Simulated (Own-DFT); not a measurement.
## Calculated data, SiC (4H silicon carbide, atoms displaced)

Computed with Own-DFT development build. A calculation, not a measurement: plane-wave PBE density functional theory by an unreviewed code, no spin, of a simulated periodic cell, stress positive in tension, free energy of the whole cell less one offset for each atom, forces on such cells passed a denser k mesh, this cell's mesh not checked; offsets are fitted by least squares, one for each functional and potential file, so energies compare only between cells with the same atoms and settings and are not formation energies; the far tail of each file's local potential was reset to the Coulomb form; each entry is a single point on an unrelaxed cell, so the pressure reflects the starting lattice, mostly measured values (interpolated for alloys), from which strain is counted, and rises with the displacements; printed positions are rounded, which can move forces by about a meV/angstrom; the program, named Own-DFT, is a retired in-house code; no spin-orbit coupling.

```xyz
128
Lattice="12.3308 0.0000 0.0000 -6.1654 10.6788 0.0000 0.0000 0.0000 10.0681" Properties=species:S:1:pos:R:3:force_x:R:1:force_y:R:1:force_z:R:1 formula=SiC functional=PBE potential_files=PseudoDojo_norm-conserving,scalar-relativistic,standard_set wave_cutoff=42 occupations=Fermi-Dirac smearing_width=0.1 hardware=one_NVIDIA_H200 k_mesh=3_x_3_x_3_centred_on_Gamma free_energy_of_cell_above_offsets=-5.406 pressure=6.11 stress_xx=-4.17 stress_yy=-3.77 stress_zz=-10.37 stress_yz=-0.12 stress_xz=0.04 stress_xy=0.09 wall_time=550.4
Si    12.2467     0.1246     4.1333      1.717     -1.597     -0.773
Si     0.0124     1.7463     1.4632     -1.563      0.871      2.167
C      0.0807     0.0028     0.9484     -1.894      0.003     -0.235
C     -0.0355     1.8723     3.4893      0.437     -0.839     -0.947
Si    -1.5061     2.6570     4.1910     -2.173      2.174     -2.051
Si    -1.5952     4.4719     1.5160      1.618     -0.444      0.715
C     10.7234     2.6914     0.8812      1.868     -0.113      1.267
C     -1.5569     4.5529     3.4203       0.79     -2.278      0.574
Si    -3.0356     5.3674     4.1492     -1.105      0.708      -0.47
Si    -3.0225     7.0285     1.5132     -1.683       4.27      1.181
C      9.1512     5.3519     1.0674      3.508     -0.346      -3.49
C     -3.0435     7.2128     3.4089     -0.734     -1.114        0.9
Si     7.7061     7.9817     4.0999      0.017      0.813     -1.375
Si    -4.6103     9.8087     1.6074     -0.549     -1.544     -2.226
C     -4.6415     8.0770     0.8674      0.589     -1.861      2.493
C     -4.6875     9.8499     3.3681     -0.269     -0.615      3.944
Si    -3.1580    10.6399     4.0790      0.892      1.074     -0.391
Si     2.9729     1.7438     1.6363      4.075     -1.214     -0.605
C     -3.1393    10.5946     0.9493      1.945      1.658      0.727
C      3.0500     1.8164     3.4820     -0.468     -0.456      1.381
Si     1.4579     2.7267     4.1386      1.483     -0.205     -2.228
Si     1.5603     4.4001     1.5560      0.959      0.297     -0.352
C      1.5767     2.5785     1.0251     -1.895      2.484     -2.449
C      1.5832     4.5432     3.4465     -1.481     -2.688     -0.876
Si     0.0196     5.2471     4.0518     -0.966      2.477       0.25
Si    -0.0608     7.0909     1.6055      1.515     -0.072     -1.841
C      0.1231     5.2654     0.8446     -2.996      1.203      1.655
C     -0.0698     7.0438     3.4435      1.353      1.476      1.009
Si    -1.5505     8.0790     4.1129      0.485     -1.272      0.166
Si    -1.5482     9.7616     1.7068      -0.35      0.243     -4.989
C     -1.5364     7.9777     0.8302      0.052     -0.364      3.072
C     -1.5457     9.8206     3.4320      0.018      0.399      3.277
Si     6.1994     0.0660     4.0716     -2.492     -0.005      0.875
Si     6.2890     1.8367     1.6593     -2.983     -1.464     -2.754
C     -0.0783    10.6606     0.9202      1.413      0.544      0.417
C      6.1938     1.8173     3.4891     -2.874     -0.637     -0.222
Si     4.5877     2.6665     4.1554      0.447     -0.454     -1.211
Si     4.6351     4.4343     1.7264      0.056     -0.069     -10.99
C      4.6171     2.6474     0.9276     -0.364     -0.028       1.42
C      4.6908     4.3799     3.3182     -0.979      0.367      9.712
Si     3.0981     5.2283     3.9796      1.259      3.368      2.348
Si     3.0492     7.1633     1.5752      1.428     -0.219     -1.305
C      3.1132     5.3253     0.8806     -0.355     -0.131      2.224
C      3.1098     7.2529     3.4405      1.072     -2.179      0.264
Si     1.5836     8.0118     4.0571     -1.934      0.737      0.922
Si     1.5592     9.8051     1.5674     -1.048      1.273      0.034
C      1.5575     8.0737     0.9231     -0.524     -0.946      1.271
C      1.4373     9.9265     3.5156      4.633     -3.167     -1.636
Si     3.2056    10.6628     4.1869     -2.584      1.738     -2.777
Si     9.2196     1.8395     1.4890      0.977     -0.454      2.353
C      9.2291     0.1180     0.8613      0.629      -2.13      5.002
C      9.2665     1.9177     3.4671      -0.69     -2.037     -0.057
Si     7.5559     2.6901     4.0747      5.402      1.449      2.429
Si     7.8037     4.4166     1.5904     -4.062     -0.507      1.054
C      7.7326     2.6575     0.8619     -0.432      1.064      1.529
C      7.7381     4.4667     3.5465     -1.174      0.383     -1.423
Si     6.0943     5.3295     4.1421       2.24       0.33     -3.081
Si     6.1966     7.0313     1.6769      0.274      2.438     -6.681
C      6.1790     5.3847     0.9369      0.286     -2.069      2.452
C      6.1426     7.1210     3.3385      0.189     -0.337      6.567
Si     4.7188     8.0404     4.1372     -1.231      0.316     -1.733
Si     4.6601     9.7510     1.5571     -0.039      1.135     -1.482
C      4.7036     8.0370     0.8217     -1.379     -0.713      3.822
C      4.6609     9.8253     3.3831     -0.189     -0.476       2.09
Si    -0.0086     0.0449     9.1486      0.648     -1.605     -0.763
Si     6.1052     8.9390     6.5763      1.687     -2.517      2.318
C      6.1509    10.6108     6.1087      1.653      3.038     -3.911
C      6.1549     8.9620     8.4728     -0.257     -1.089      0.237
Si    -4.6181     8.0146     9.1266     -0.828      1.825     -0.955
Si     7.6405     6.2126     6.6148      1.251      1.082      0.689
C      7.6428     7.9569     5.9526      0.628       1.68      0.109
C      7.8200     6.3469     8.4649     -2.428     -2.207      0.758
Si    -3.0221     5.4539     9.1501     -2.142     -2.388     -0.311
Si     9.3543     3.6038     6.6137     -3.729      0.407      1.798
C      9.1339     5.3506     6.0292      2.644      0.077     -1.231
C      9.2736     3.6300     8.5593      0.159      -0.74     -0.454
Si    -1.5004     2.6282     9.1521     -1.512      1.026     -1.742
Si    10.9180     0.9406     6.5609     -2.805     -0.696      2.485
C     10.7593     2.7071     6.0505      2.671     -0.616     -1.104
C     10.8159     0.8555     8.4841      0.097      1.575      0.175
Si     9.3172     0.0906     9.2518      -1.24     -1.689     -6.171
Si     3.0640     8.9803     6.5552        1.8     -1.639      1.785
C      3.1363    10.6553     6.0006      0.884      2.135      -0.51
C      3.0452     8.9100     8.3909      0.899      0.854      2.661
Si     4.5627     8.0208     9.1333      1.109      0.457     -2.682
Si     4.6503     6.2803     6.4711     -1.115     -1.134      2.998
C      4.6535     8.0370     5.9919     -1.078      0.387     -1.174
C      4.6141     6.2186     8.5457      -0.02      0.695     -1.892
Si     6.0898     5.3952     9.2315      2.037     -0.892      -2.32
Si     6.0849     3.6427     6.6296      3.149     -0.895      1.229
C      6.1908     5.3637     5.9119     -1.831     -0.112      1.571
C      6.2223     3.5445     8.5521     -3.354      1.669     -0.959
Si     7.6463     2.6597     9.0953      2.579      0.088     -0.745
Si     7.7525     0.9107     6.5372     -0.201      0.461      1.106
C      7.7668     2.7280     6.0111     -1.468     -0.404     -0.664
C      7.7721     0.8984     8.4738     -0.988     -0.352     -0.091
Si    -0.0143    10.6652     9.0297      0.582      -0.39      1.022
Si     0.0783     8.8174     6.6340     -0.872      1.121      -1.06
C      0.0707    10.6275     5.9073     -0.985      0.874      1.663
C      0.0000     8.7998     8.4501     -0.134      1.375      1.519
Si     1.5845     8.0587     9.1650     -0.682     -0.831     -1.526
Si     1.4812     6.3306     6.6663       1.22     -3.205     -0.289
C      1.6769     7.9774     6.1059      -2.54      1.342     -3.674
C      1.5656     6.2007     8.5252     -0.711      0.656      0.024
Si     3.0970     5.3244     9.1030      0.167     -0.471     -0.606
Si     2.9992     3.5979     6.6154      0.616     -0.445     -2.619
C      3.0469     5.3476     6.0310      0.348      0.363     -2.153
C      3.1041     3.5104     8.3418     -0.969       0.38      4.557
Si     4.5344     2.5838     9.1274      1.997      1.448     -0.064
Si     4.6566     0.9703     6.6387      0.684     -1.581     -2.422
C      4.6648     2.7295     6.0199     -2.089      -0.34     -1.118
C      4.5754     0.8679     8.3965      0.583     -0.123      2.725
Si    -3.0836    10.6784     9.1650     -0.463     -0.615      -0.88
Si    -3.0821     8.9634     6.6355      0.039     -1.742     -0.803
C      3.1295     0.0344     5.9682      0.284     -0.348     -0.965
C     -3.0722     8.9239     8.4553     -0.324      0.292      1.397
Si    -1.5922     7.9992     9.1288      0.971      0.463     -2.597
Si    -1.5686     6.2189     6.6037     -0.848     -0.132     -1.895
C     -1.5264     7.9757     6.0194     -0.004      1.189     -1.088
C     -1.6379     6.2637     8.3681      3.018     -0.146      3.526
Si     0.0107     5.2943     9.0868     -0.263      2.078     -0.262
Si     0.0252     3.6021     6.6109     -1.511      0.057      0.959
C     -0.0229     5.3292     5.9271      0.261      0.651      0.932
C     -0.0025     3.5831     8.5322      0.266     -1.182     -1.119
Si     1.5270     2.6963     9.0997      0.983     -1.299      0.082
Si     1.6269     0.8504     6.5276     -2.137      0.871      2.044
C      1.3947     2.6797     5.9143      2.758     -0.748      1.758
C      1.5291     0.8405     8.4823       0.69      1.713     -0.223
```

Units: wave_cutoff in hartree; smearing_width, free_energy_of_cell_above_offsets in eV; pressure, stress_xx, stress_yy, stress_zz, stress_yz, stress_xz, stress_xy in GPa; wall_time in s; force_x, force_y, force_z in eV/Å.
